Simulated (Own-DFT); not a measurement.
Simulation results for InAs (zincblende, strongly disordered by large displacements)

All values are calculated (Own-DFT development build). A calculation, not a measurement: plane-wave PBE density functional theory by an unreviewed code, no spin, of a simulated periodic cell, stress positive in tension, free energy of the whole cell less one offset for each atom, forces on such cells passed a denser k mesh, this cell's mesh not checked; broken bonds can close the gap or carry spin, so checks made on this kind of crystal may not hold here; offsets are fitted by least squares, one for each functional and potential file, so energies compare only between cells with the same atoms and settings and are not formation energies; the far tail of each file's local potential was reset to the Coulomb form; each entry is a single point on an unrelaxed cell, so the pressure reflects the starting lattice, mostly measured values (interpolated for alloys), from which strain is counted, and rises with the displacements; printed positions are rounded, which can move forces by about a meV/angstrom; the program, named Own-DFT, is a retired in-house code; no spin-orbit coupling.

### InAs (zincblende, strongly disordered by large displacements)

```
InAs
1.0
     12.1166     0.0000     0.0000
      0.0000    12.1166     0.0000
      0.0000     0.0000    12.1166
In As In As In As In As In As In As In As In As
4 4 4 4 4 4 4 4 4 4 4 4 4 4 4 4
Direct
  0.01752 0.98649 0.98835
  0.01166 0.23275 0.25893
  0.27057 0.00467 0.21293
  0.25404 0.24403 0.98260
  0.14045 0.10950 0.13969
  0.12300 0.40127 0.38961
  0.37666 0.10745 0.35286
  0.39208 0.37450 0.12237
  0.00590 0.00385 0.51131
  0.99083 0.23477 0.74689
  0.24783 0.97325 0.74512
  0.25700 0.26165 0.48422
  0.11488 0.15951 0.60915
  0.13215 0.37907 0.89167
  0.36573 0.11940 0.87508
  0.36346 0.37118 0.64055
  0.00441 0.50960 0.99228
  0.01921 0.75714 0.25482
  0.28261 0.49780 0.26004
  0.25715 0.75623 0.99961
  0.10337 0.60074 0.12022
  0.10437 0.88732 0.34327
  0.37151 0.63063 0.38548
  0.36287 0.85037 0.14267
  0.99223 0.49787 0.46478
  0.00741 0.78403 0.73553
  0.27014 0.50579 0.73797
  0.23270 0.75838 0.49247
  0.14280 0.59571 0.64324
  0.15087 0.85536 0.85219
  0.37144 0.60231 0.90445
  0.39124 0.86013 0.62872
  0.52190 0.00158 0.00315
  0.48615 0.21806 0.23075
  0.74860 0.98936 0.23602
  0.75726 0.27868 0.97231
  0.63211 0.14233 0.09359
  0.62813 0.35652 0.36782
  0.85809 0.11797 0.34069
  0.85031 0.35766 0.12303
  0.51195 0.01718 0.51798
  0.49656 0.27177 0.77046
  0.73654 0.98368 0.73528
  0.75746 0.25157 0.49228
  0.61625 0.13560 0.65218
  0.62285 0.37145 0.89106
  0.88334 0.11422 0.87597
  0.88803 0.37100 0.64951
  0.48167 0.45400 0.98478
  0.51509 0.74399 0.23320
  0.75112 0.52083 0.27525
  0.74004 0.76816 0.98950
  0.60540 0.60313 0.13753
  0.62927 0.86658 0.35633
  0.88185 0.61935 0.39141
  0.87269 0.84293 0.08995
  0.52936 0.49810 0.46397
  0.51089 0.76863 0.74842
  0.74551 0.50252 0.72322
  0.71906 0.76376 0.52218
  0.61743 0.62622 0.63751
  0.61833 0.88785 0.88289
  0.88589 0.61219 0.89899
  0.88387 0.89087 0.61457
```

- functional: PBE
- potential files: PseudoDojo norm-conserving, scalar-relativistic, standard set
- wave cutoff: 42 hartree
- occupations: Fermi-Dirac
- smearing width: 0.1 eV
- hardware: one NVIDIA H200
- k mesh: 3 x 3 x 3 centred on Gamma
- free energy of cell above offsets: -0.247 eV
- pressure: 8.96 GPa
- stress xx: -10.11 GPa
- stress yy: -8.93 GPa
- stress zz: -7.85 GPa
- stress yz: -0.55 GPa
- stress xz: -2.09 GPa
- stress xy: 2.73 GPa
- wall time: 1154 s

Force:
| element | x (eV/Å) | y (eV/Å) | z (eV/Å) |
| --- | --- | --- | --- |
| In | -0.029 | -0.13 | 0.501 |
| In | -0.122 | 1.573 | -0.483 |
| In | 1.369 | -2.02 | 2.659 |
| In | -0.715 | 0.411 | 2.258 |
| As | -3.838 | 3.228 | -3.562 |
| As | 4.837 | -4.582 | -3.921 |
| As | -0.341 | 0.076 | 3.507 |
| As | -3.48 | -3.05 | 4.04 |
| In | 0.906 | 1.877 | -2.664 |
| In | 1.129 | 0.131 | 2.66 |
| In | 2.462 | 4.301 | -2.566 |
| In | 0.38 | -0.318 | -0.064 |
| As | 1.633 | -2.26 | -0.569 |
| As | -0.575 | -0.112 | -2.08 |
| As | 1.521 | -1.626 | -1.027 |
| As | 2.558 | -1.825 | -2.634 |
| In | 0.121 | -5.362 | 0.513 |
| In | -3.873 | -5.62 | -3.885 |
| In | -1.813 | -0.114 | -1.317 |
| In | -1.027 | -2.191 | 0.325 |
| As | 4.101 | 3.191 | 3.995 |
| As | 3.999 | 4.796 | 4.397 |
| As | 1.478 | 0.768 | 0.107 |
| As | 2.039 | -0.233 | -1.176 |
| In | -0.629 | -0.772 | 6.608 |
| In | -0.672 | -3.662 | 0.163 |
| In | 1.576 | -0.491 | 4.914 |
| In | -0.339 | -0.448 | 0.63 |
| As | -5.169 | 4.324 | -3.957 |
| As | -1.986 | -0.898 | 3.571 |
| As | 0.185 | 1.717 | -1.877 |
| As | -2.207 | 1.851 | -2.859 |
| In | -3.714 | 1.112 | 1.317 |
| In | 1.733 | 1.534 | -0.823 |
| In | -0.241 | -0.755 | -2.465 |
| In | 3.46 | -4.184 | 0.794 |
| As | 0.982 | -0.267 | 1.714 |
| As | 0.3 | -0.807 | -1.559 |
| As | 1.122 | 0.696 | 2.901 |
| As | 2.481 | 1.875 | 2.631 |
| In | -0.655 | -1.078 | -1.266 |
| In | -1.317 | -1.617 | -0.777 |
| In | 1.012 | 1.183 | 0.932 |
| In | 0.656 | -0.611 | 1.336 |
| As | 0.968 | 0.815 | -0.971 |
| As | 0.006 | 2.571 | -4.696 |
| As | -1.272 | -0.43 | -0.016 |
| As | -1.216 | 1.382 | -3.132 |
| In | 1.094 | 3.97 | -0.712 |
| In | -1.511 | 0.442 | 1.816 |
| In | -0.719 | -1.539 | -1.886 |
| In | -2.787 | -4.662 | -1.625 |
| As | 1.818 | -1.393 | -2.37 |
| As | -0.475 | 0.999 | 1.674 |
| As | -3.274 | 5.849 | -1.449 |
| As | 4.42 | 3.332 | 4.385 |
| In | -2.02 | 1.263 | 1.972 |
| In | 0.203 | -2.254 | 2.718 |
| In | 1.566 | -0.699 | 2.693 |
| In | 1.698 | 0.065 | -1.152 |
| As | -1.462 | -0.102 | -1.241 |
| As | 0.868 | -1.569 | -2.493 |
| As | -4.673 | 3.896 | -4.725 |
| As | -2.528 | -1.545 | 0.27 |
